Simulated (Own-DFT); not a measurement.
## Calculated data, AlGa₃N₄ (wurtzite random alloy, strained, atoms displaced)

A calculation, not a measurement: plane-wave density functional theory by an unreviewed code, no spin, of a simulated periodic cell, stress positive in tension, run twice, with PBE and with PBEsol, both on files made for PBE, so the change isn't that of files made for PBEsol, forces on such cells passed a denser k mesh, this cell's mesh not checked; the far tail of each file's local potential was reset to the Coulomb form; each entry is a single point on an unrelaxed cell, so the pressure reflects the starting lattice, mostly measured values (interpolated for alloys), from which strain is counted, and rises with the displacements; printed positions are rounded, which can move forces by about a meV/angstrom; the program, named Own-DFT, is a retired in-house code; no spin-orbit coupling; stress was not checked against mesh or cutoff. Program: Own-DFT development build.

Settings shared by all entries: functional PBE, then PBEsol; potential files PseudoDojo norm-conserving, scalar-relativistic, standard set; wave cutoff 42 hartree; occupations Fermi-Dirac; smearing width 0.1 eV; k mesh 4 x 4 x 3 centred on Gamma.

```yaml
- entry: 1
  formula: AlGa3N4
  kind: "wurtzite random alloy, strained, atoms displaced"
  structure:
    cell_angstrom: [[9.6281, 0.0, 0.0], [-4.8141, 8.3382, 0.0], [0.0, 0.0, 10.2685]]
    atoms_fractional:
      - [Ga, 0.10706, 0.21882, 0.99765]
      - [Ga, 0.21399, 0.11014, 0.25421]
      - ["N", 0.11256, 0.22321, 0.18991]
      - ["N", 0.22459, 0.11735, 0.44501]
      - [Ga, 0.11944, 0.22085, 0.49742]
      - [Ga, 0.20728, 0.10451, 0.75113]
      - ["N", 0.11802, 0.22188, 0.69104]
      - ["N", 0.2303, 0.11193, 0.93279]
      - [Ga, 0.11074, 0.55676, 0.00049]
      - [Ga, 0.22036, 0.44699, 0.24545]
      - ["N", 0.12293, 0.55603, 0.18019]
      - ["N", 0.22028, 0.4456, 0.44527]
      - [Ga, 0.10233, 0.55477, 0.49576]
      - [Al, 0.21565, 0.44572, 0.75344]
      - ["N", 0.11965, 0.55901, 0.69729]
      - ["N", 0.22385, 0.44865, 0.94587]
      - [Ga, 0.11709, 0.90433, 0.99422]
      - [Ga, 0.22518, 0.77252, 0.24489]
      - ["N", 0.11508, 0.89066, 0.18745]
      - ["N", 0.21844, 0.77047, 0.44637]
      - [Ga, 0.11244, 0.88693, 0.50562]
      - [Ga, 0.21851, 0.77344, 0.74957]
      - ["N", 0.11123, 0.87964, 0.69089]
      - ["N", 0.22713, 0.77607, 0.94711]
      - [Al, 0.43564, 0.21665, 0.98688]
      - [Ga, 0.55543, 0.11269, 0.25141]
      - ["N", 0.44101, 0.22614, 0.18302]
      - ["N", 0.55067, 0.10366, 0.44053]
      - [Ga, 0.43246, 0.21421, 0.49761]
      - [Ga, 0.53908, 0.10632, 0.76042]
      - ["N", 0.44504, 0.21942, 0.68561]
      - ["N", 0.55967, 0.12147, 0.93746]
      - [Al, 0.44853, 0.55652, 0.99329]
      - [Al, 0.54233, 0.44056, 0.24784]
      - ["N", 0.44526, 0.56198, 0.18921]
      - ["N", 0.55318, 0.44728, 0.43578]
      - [Ga, 0.44838, 0.55986, 0.49952]
      - [Al, 0.56854, 0.44962, 0.75632]
      - ["N", 0.43863, 0.54804, 0.68662]
      - ["N", 0.5545, 0.4455, 0.93378]
      - [Ga, 0.44225, 0.8895, 0.00608]
      - [Ga, 0.54599, 0.772, 0.25169]
      - ["N", 0.44393, 0.89534, 0.19135]
      - ["N", 0.5564, 0.76873, 0.43732]
      - [Ga, 0.45644, 0.89989, 0.49145]
      - [Al, 0.55163, 0.77194, 0.75636]
      - ["N", 0.43518, 0.89331, 0.69993]
      - ["N", 0.55305, 0.77051, 0.93155]
      - [Ga, 0.77423, 0.22174, 0.0025]
      - [Al, 0.88902, 0.10189, 0.24855]
      - ["N", 0.77916, 0.22997, 0.19748]
      - ["N", 0.88588, 0.10608, 0.44397]
      - [Ga, 0.78225, 0.22004, 0.50063]
      - [Ga, 0.89223, 0.11167, 0.74798]
      - ["N", 0.77507, 0.22129, 0.70103]
      - ["N", 0.88443, 0.1133, 0.94141]
      - [Al, 0.77567, 0.56313, 0.00673]
      - [Ga, 0.89222, 0.44693, 0.24398]
      - ["N", 0.77861, 0.5537, 0.19033]
      - ["N", 0.89202, 0.44723, 0.43792]
      - [Al, 0.77717, 0.55595, 0.50213]
      - [Ga, 0.89482, 0.44152, 0.75923]
      - ["N", 0.77243, 0.55667, 0.68415]
      - ["N", 0.87955, 0.44089, 0.93429]
      - [Ga, 0.78798, 0.898, 0.00019]
      - [Ga, 0.89621, 0.78095, 0.25895]
      - ["N", 0.77626, 0.89085, 0.18362]
      - ["N", 0.89082, 0.78025, 0.43735]
      - [Ga, 0.77262, 0.88725, 0.50112]
      - [Ga, 0.89566, 0.78793, 0.75363]
      - ["N", 0.77489, 0.89522, 0.6943]
      - ["N", 0.89328, 0.77915, 0.93509]
  results:
    "PBE_pressure [GPa]": 2.85
    "PBE_stress_xx [GPa]": -0.05
    "PBE_stress_yy [GPa]": -2.2
    "PBE_stress_zz [GPa]": -6.3
    "PBE_stress_yz [GPa]": 0.22
    "PBE_stress_xz [GPa]": -0.57
    "PBE_stress_xy [GPa]": 0.22
    "PBEsol_pressure [GPa]": -1.85
    "PBEsol_stress_xx [GPa]": 4.59
    "PBEsol_stress_yy [GPa]": 2.55
    "PBEsol_stress_zz [GPa]": -1.61
    "PBEsol_stress_yz [GPa]": 0.22
    "PBEsol_stress_xz [GPa]": -0.54
    "PBEsol_stress_xy [GPa]": 0.2
    force_element: [Ga, Ga, "N", "N", Ga, Ga, "N", "N", Ga, Ga, "N", "N", Ga, Al, "N", "N", Ga, Ga, "N", "N", Ga, Ga, "N", "N", Al, Ga, "N", "N", Ga, Ga, "N", "N", Al, Al, "N", "N", Ga, Al, "N", "N", Ga, Ga, "N", "N", Ga, Al, "N", "N", Ga, Al, "N", "N", Ga, Ga, "N", "N", Al, Ga, "N", "N", Al, Ga, "N", "N", Ga, Ga, "N", "N", Ga, Ga, "N", "N"]
    "PBE_force_x [eV/angstrom]": [0.246, 1.51, -1.251, -0.136, -2.319, 2.559, -1.826, -1.55, -0.539, 1.193, -2.008, 0.018, 1.659, 1.96, -0.881, 0.848, 0.836, -1.128, -0.266, 0.438, -0.045, 0.826, -1.219, -1.463, 1.659, -0.609, -0.117, 0.118, 2.322, 1.447, -1.203, -0.978, -0.629, 1.154, 0.698, 1.22, -0.545, -1.623, 0.287, 0.283, 0.979, 0.928, 0.877, -0.866, -0.732, -0.741, 2.455, 0.165, -0.163, -0.91, 1.357, 0.833, -0.974, -0.889, 0.158, 0.931, 0.649, 0.142, -1.312, -1.765, -0.307, -0.889, 0.901, -0.18, -0.905, -0.546, 0.26, 0.001, 0.743, -0.922, -0.013, -0.212]
    "PBE_force_y [eV/angstrom]": [0.991, 0.062, -0.741, -2.47, 1.205, 0.267, 1.153, 0.719, -0.311, -0.667, 0.161, -0.143, -0.396, -0.225, -1.398, -0.749, -2.7, 0.583, -0.035, 1.585, -0.075, 0.244, 1.195, 0.729, 1.828, 1.024, -0.089, 2.743, 1.975, 0.456, 1.155, -1.046, -0.04, 0.451, -1.448, -0.472, -1.665, -0.849, 0.778, -0.033, 0.22, 1.195, -0.493, 1.913, -3.392, 0.372, -1.188, 0.536, 0.649, 1.266, -1.948, 0.259, 0.651, 0.693, -0.18, 0.227, -0.794, 0.55, 0.44, -0.453, -0.389, 0.383, 0.4, 1.298, -1.527, -0.469, 0.033, -0.665, -0.141, -1.545, -1.493, -0.164]
    "PBE_force_z [eV/angstrom]": [0.256, -0.61, 0.046, -1.341, 0.934, -1.316, -0.001, 0.598, -1.402, 1.261, 1.652, -1.196, 1.541, -0.184, -0.876, -1.351, 1.18, 0.961, 0.199, -1.495, -0.832, 1.114, 0.18, -0.843, 1.883, -0.325, -0.244, -0.78, 0.97, -2.289, 1.076, 2.479, 0.604, 0.214, -1.375, -0.52, 0.752, -2.303, 1.916, 1.615, -1.404, -0.67, 0.332, 0.081, 2.465, -2.079, -1.456, 2.094, 0.267, 0.514, -0.812, -1.672, 0.967, 0.111, -1.492, -0.261, -1.023, 0.81, -0.379, 0.009, -0.749, -2.673, 0.52, 3.403, -0.747, -2.293, 1.551, 2.082, 0.559, -1.532, -0.36, 1.688]
    "PBEsol_force_x [eV/angstrom]": [0.228, 1.482, -1.101, -0.133, -2.252, 2.494, -1.774, -1.706, -0.496, 1.163, -1.963, 0.021, 1.625, 1.951, -1.031, 0.696, 0.81, -1.096, -0.274, 0.419, -0.046, 0.803, -1.205, -1.422, 1.662, -0.594, -0.112, 0.117, 2.249, 1.415, -1.166, -0.824, -0.636, 1.147, 0.549, 1.073, -0.533, -1.623, 0.292, 0.289, 0.94, 0.905, 0.855, -0.848, -0.736, -0.743, 2.297, 0.158, -0.16, -0.907, 1.224, 0.798, -0.934, -0.876, 0.179, 0.928, 0.652, 0.126, -1.166, -1.591, -0.298, -0.863, 1.01, -0.064, -0.881, -0.523, 0.258, 0.006, 0.735, -0.883, 0.112, -0.205]
    "PBEsol_force_y [eV/angstrom]": [0.975, 0.065, -0.661, -2.399, 1.168, 0.254, 0.977, 0.569, -0.3, -0.638, 0.161, -0.142, -0.381, -0.255, -1.261, -0.798, -2.636, 0.575, -0.026, 1.542, -0.078, 0.252, 1.175, 0.712, 1.826, 0.987, -0.235, 2.659, 1.913, 0.431, 1.01, -1.097, -0.042, 0.455, -1.327, -0.509, -1.635, -0.86, 0.766, -0.044, 0.202, 1.149, -0.494, 1.875, -3.3, 0.385, -1.103, 0.668, 0.638, 1.274, -1.84, 0.249, 0.626, 0.659, -0.163, 0.211, -0.784, 0.523, 0.475, -0.498, -0.378, 0.362, 0.48, 1.203, -1.482, -0.456, -0.114, -0.524, -0.117, -1.496, -1.381, 0.002]
    "PBEsol_force_z [eV/angstrom]": [0.266, -0.6, 0.001, -1.315, 0.932, -1.279, -0.039, 0.505, -1.344, 1.217, 1.612, -1.18, 1.497, -0.177, -0.903, -1.241, 1.155, 0.927, 0.198, -1.47, -0.798, 1.077, 0.173, -0.835, 1.883, -0.309, -0.165, -0.778, 0.967, -2.237, 1.022, 2.357, 0.632, 0.221, -1.259, -0.403, 0.737, -2.311, 1.744, 1.63, -1.361, -0.65, 0.313, 0.073, 2.402, -2.122, -1.436, 2.196, 0.239, 0.516, -0.845, -1.513, 0.943, 0.113, -1.464, -0.257, -1.033, 0.803, -0.244, -0.035, -0.769, -2.584, 0.615, 3.268, -0.719, -2.226, 1.444, 1.973, 0.548, -1.481, -0.399, 1.58]
    "rms_change_of_force_components_from_PBE_to_PBEsol [eV/angstrom]": 0.066
- entry: 2
  formula: AlGa3N4
  kind: "wurtzite random alloy, strained, atoms displaced"
  structure:
    cell_angstrom: [[9.6281, 0.0, 0.0], [-4.8141, 8.3382, 0.0], [0.0, 0.0, 10.2685]]
    atoms_fractional:
      - [Ga, 0.10855, 0.21978, 0.00391]
      - [Ga, 0.20749, 0.10036, 0.25547]
      - ["N", 0.11746, 0.23054, 0.18427]
      - ["N", 0.22537, 0.11231, 0.44085]
      - [Ga, 0.10116, 0.22037, 0.49966]
      - [Ga, 0.23567, 0.11366, 0.75867]
      - ["N", 0.11866, 0.21982, 0.68732]
      - ["N", 0.21376, 0.10605, 0.93715]
      - [Al, 0.11223, 0.55285, 0.9989]
      - [Ga, 0.22584, 0.45679, 0.25595]
      - ["N", 0.10273, 0.56313, 0.18885]
      - ["N", 0.21288, 0.43867, 0.43838]
      - [Al, 0.11475, 0.55995, 0.49987]
      - [Al, 0.23928, 0.45342, 0.75025]
      - ["N", 0.11078, 0.56275, 0.69442]
      - ["N", 0.2206, 0.43312, 0.93918]
      - [Ga, 0.11635, 0.88815, 0.00356]
      - [Ga, 0.21845, 0.7752, 0.25713]
      - ["N", 0.11057, 0.8768, 0.18227]
      - ["N", 0.22558, 0.78148, 0.43468]
      - [Al, 0.11404, 0.89463, 0.49837]
      - [Ga, 0.2178, 0.76996, 0.74507]
      - ["N", 0.11661, 0.90163, 0.69261]
      - ["N", 0.22255, 0.77698, 0.93565]
      - [Ga, 0.444, 0.21936, 0.00359]
      - [Ga, 0.54387, 0.10515, 0.24549]
      - ["N", 0.45271, 0.22355, 0.18827]
      - ["N", 0.55341, 0.11469, 0.44064]
      - [Ga, 0.4426, 0.2244, 0.50161]
      - [Ga, 0.55284, 0.10599, 0.75333]
      - ["N", 0.44769, 0.22699, 0.68375]
      - ["N", 0.55947, 0.11044, 0.93925]
      - [Ga, 0.44554, 0.55975, 0.00482]
      - [Ga, 0.56493, 0.45529, 0.25056]
      - ["N", 0.44178, 0.55584, 0.19365]
      - ["N", 0.54839, 0.43868, 0.43839]
      - [Ga, 0.44297, 0.55829, 0.50615]
      - [Ga, 0.55421, 0.44354, 0.75586]
      - ["N", 0.43812, 0.55626, 0.68832]
      - ["N", 0.5541, 0.44351, 0.94599]
      - [Ga, 0.44394, 0.89765, 0.99151]
      - [Al, 0.54806, 0.77254, 0.24943]
      - ["N", 0.43827, 0.88021, 0.1839]
      - ["N", 0.54541, 0.77627, 0.43748]
      - [Ga, 0.43987, 0.87993, 0.49442]
      - [Al, 0.5452, 0.77772, 0.75193]
      - ["N", 0.43951, 0.88003, 0.6975]
      - ["N", 0.54467, 0.77321, 0.94336]
      - [Ga, 0.78431, 0.23224, 0.99813]
      - [Al, 0.88116, 0.10409, 0.24944]
      - ["N", 0.77039, 0.21551, 0.18082]
      - ["N", 0.89361, 0.11108, 0.43561]
      - [Ga, 0.78759, 0.22223, 0.49559]
      - [Ga, 0.8881, 0.104, 0.74027]
      - ["N", 0.77437, 0.21565, 0.69166]
      - ["N", 0.8933, 0.11727, 0.94024]
      - [Ga, 0.7785, 0.56157, 0.99307]
      - [Ga, 0.88458, 0.44294, 0.25235]
      - ["N", 0.78234, 0.55481, 0.1973]
      - ["N", 0.89002, 0.44759, 0.44016]
      - [Al, 0.79042, 0.56387, 0.51217]
      - [Ga, 0.88257, 0.45319, 0.75173]
      - ["N", 0.78154, 0.56104, 0.68779]
      - ["N", 0.88431, 0.4402, 0.94511]
      - [Ga, 0.78121, 0.88747, 0.00211]
      - [Al, 0.88692, 0.77372, 0.24925]
      - ["N", 0.78309, 0.89856, 0.19444]
      - ["N", 0.88999, 0.76821, 0.43735]
      - [Ga, 0.78814, 0.89264, 0.503]
      - [Ga, 0.87626, 0.77755, 0.73286]
      - ["N", 0.76697, 0.8891, 0.6832]
      - ["N", 0.88952, 0.77519, 0.94283]
  results:
    "PBE_pressure [GPa]": 2.77
    "PBE_stress_xx [GPa]": 0.46
    "PBE_stress_yy [GPa]": -2.16
    "PBE_stress_zz [GPa]": -6.61
    "PBE_stress_yz [GPa]": 0.45
    "PBE_stress_xz [GPa]": -0.01
    "PBE_stress_xy [GPa]": 0.52
    "PBEsol_pressure [GPa]": -1.93
    "PBEsol_stress_xx [GPa]": 5.11
    "PBEsol_stress_yy [GPa]": 2.55
    "PBEsol_stress_zz [GPa]": -1.87
    "PBEsol_stress_yz [GPa]": 0.44
    "PBEsol_stress_xz [GPa]": 0.01
    "PBEsol_stress_xy [GPa]": 0.49
    force_element: [Ga, Ga, "N", "N", Ga, Ga, "N", "N", Al, Ga, "N", "N", Al, Al, "N", "N", Ga, Ga, "N", "N", Al, Ga, "N", "N", Ga, Ga, "N", "N", Ga, Ga, "N", "N", Ga, Ga, "N", "N", Ga, Ga, "N", "N", Ga, Al, "N", "N", Ga, Al, "N", "N", Ga, Al, "N", "N", Ga, Ga, "N", "N", Ga, Ga, "N", "N", Al, Ga, "N", "N", Ga, Al, "N", "N", Ga, Ga, "N", "N"]
    "PBE_force_x [eV/angstrom]": [0.268, 1.007, -1.032, -1.197, 2.347, -1.329, -0.753, 1.199, -0.076, -0.634, 1.444, -0.339, -0.471, -3.022, 0.924, -0.753, -0.301, 0.64, -1.959, -1.523, 0.445, -0.947, -0.304, -0.178, -0.397, 1.465, -2.123, 0.985, 0.593, 0.07, 0.665, -0.639, -0.55, -0.517, 0.613, 0.846, 0.402, -0.336, 1.614, -0.058, 0.12, 0.196, 0.468, 2.209, -0.369, 1.055, 0.017, 1.404, 0.162, 0.156, 1.0, -0.817, -2.167, 0.428, 0.017, -0.398, 0.518, 0.487, -1.076, 0.472, -0.953, 2.288, -1.352, 0.608, -0.817, 0.217, 0.12, 0.223, -1.2, 1.855, -0.552, -0.407]
    "PBE_force_y [eV/angstrom]": [-0.203, 1.214, -1.022, -1.21, 0.542, 0.237, 1.186, 0.39, 0.312, -1.22, -1.22, 1.46, -0.533, -2.426, -2.775, 2.234, -0.298, 0.299, 0.866, -0.916, -0.038, 2.331, -1.974, -1.127, -0.168, -0.282, 0.411, -0.836, -0.064, 0.335, -0.001, 1.148, -1.037, -1.593, 1.017, 2.069, -0.909, -0.062, 1.372, 0.192, -1.561, 1.05, 0.052, -0.331, 2.404, -0.415, 0.691, 0.88, -2.255, 2.261, 0.093, -0.977, 0.096, 1.981, 1.069, -1.388, -1.058, -0.986, 1.545, 0.685, -1.996, -1.831, -0.512, 2.636, 0.757, 0.231, -2.636, 1.332, -0.848, 1.681, -1.274, 0.925]
    "PBE_force_z [eV/angstrom]": [-1.007, -1.285, 2.434, 0.062, 0.544, -1.546, 0.461, 1.673, 0.034, -1.341, -0.848, 1.375, 0.175, 0.8, -1.819, -0.726, -1.869, -2.366, 2.557, 2.662, 0.706, 1.175, -1.898, 0.371, -0.134, 0.746, 0.314, -0.191, -1.046, -1.074, 1.917, -0.23, -0.048, 0.321, -0.035, 1.134, -1.868, -0.461, 1.227, -0.781, 1.273, -0.224, 0.73, -0.786, 1.272, 0.513, -1.345, -1.537, -0.018, -0.816, 2.322, -0.891, 0.717, 1.971, -0.615, -0.837, 1.752, -0.429, -1.342, 1.371, -3.095, 0.525, 0.302, -1.218, -0.283, -0.378, 0.382, 0.458, -2.144, 2.523, 1.131, -1.402]
    "PBEsol_force_x [eV/angstrom]": [0.278, 1.003, -0.928, -1.17, 2.303, -1.318, -0.753, 1.185, -0.067, -0.59, 1.406, -0.219, -0.461, -3.035, 0.807, -0.635, -0.285, 0.624, -1.808, -1.367, 0.44, -0.923, -0.289, -0.171, -0.378, 1.413, -2.051, 0.957, 0.569, 0.074, 0.638, -0.635, -0.534, -0.506, 0.598, 0.748, 0.397, -0.324, 1.754, -0.051, 0.111, 0.213, 0.326, 2.126, -0.361, 1.092, -0.161, 1.366, 0.137, 0.166, 0.871, -0.791, -2.121, 0.414, 0.02, -0.382, 0.506, 0.459, -1.056, 0.473, -0.974, 2.226, -1.314, 0.474, -0.788, 0.207, 0.115, 0.116, -1.178, 1.82, -0.393, -0.415]
    "PBEsol_force_y [eV/angstrom]": [-0.185, 1.216, -0.971, -1.042, 0.527, 0.209, 1.046, 0.381, 0.305, -1.215, -1.183, 1.359, -0.521, -2.437, -2.625, 2.114, -0.286, 0.299, 0.907, -0.831, -0.041, 2.287, -1.926, -0.958, -0.155, -0.253, 0.385, -0.824, -0.054, 0.329, -0.007, 1.104, -1.025, -1.582, 0.847, 1.974, -0.898, -0.069, 1.323, 0.197, -1.526, 1.053, 0.134, -0.334, 2.341, -0.426, 0.763, 0.85, -2.201, 2.291, 0.162, -0.943, 0.092, 1.932, 1.032, -1.356, -1.046, -0.944, 1.35, 0.53, -2.006, -1.775, -0.491, 2.505, 0.744, 0.252, -2.653, 1.399, -0.81, 1.638, -1.17, 0.892]
    "PBEsol_force_z [eV/angstrom]": [-0.977, -1.249, 2.331, -0.008, 0.535, -1.512, 0.397, 1.624, 0.026, -1.298, -0.677, 1.282, 0.166, 0.796, -1.692, -0.605, -1.821, -2.32, 2.454, 2.495, 0.704, 1.176, -1.743, 0.32, -0.108, 0.716, 0.285, -0.202, -1.024, -1.036, 1.88, -0.24, -0.031, 0.324, -0.091, 1.075, -1.818, -0.448, 1.061, -0.783, 1.259, -0.238, 0.671, -0.621, 1.229, 0.509, -1.369, -1.376, -0.003, -0.816, 2.212, -0.699, 0.712, 1.922, -0.612, -0.811, 1.711, -0.418, -1.347, 1.236, -3.098, 0.53, 0.507, -1.239, -0.259, -0.391, 0.23, 0.495, -2.06, 2.478, 1.039, -1.348]
    "rms_change_of_force_components_from_PBE_to_PBEsol [eV/angstrom]": 0.07
```
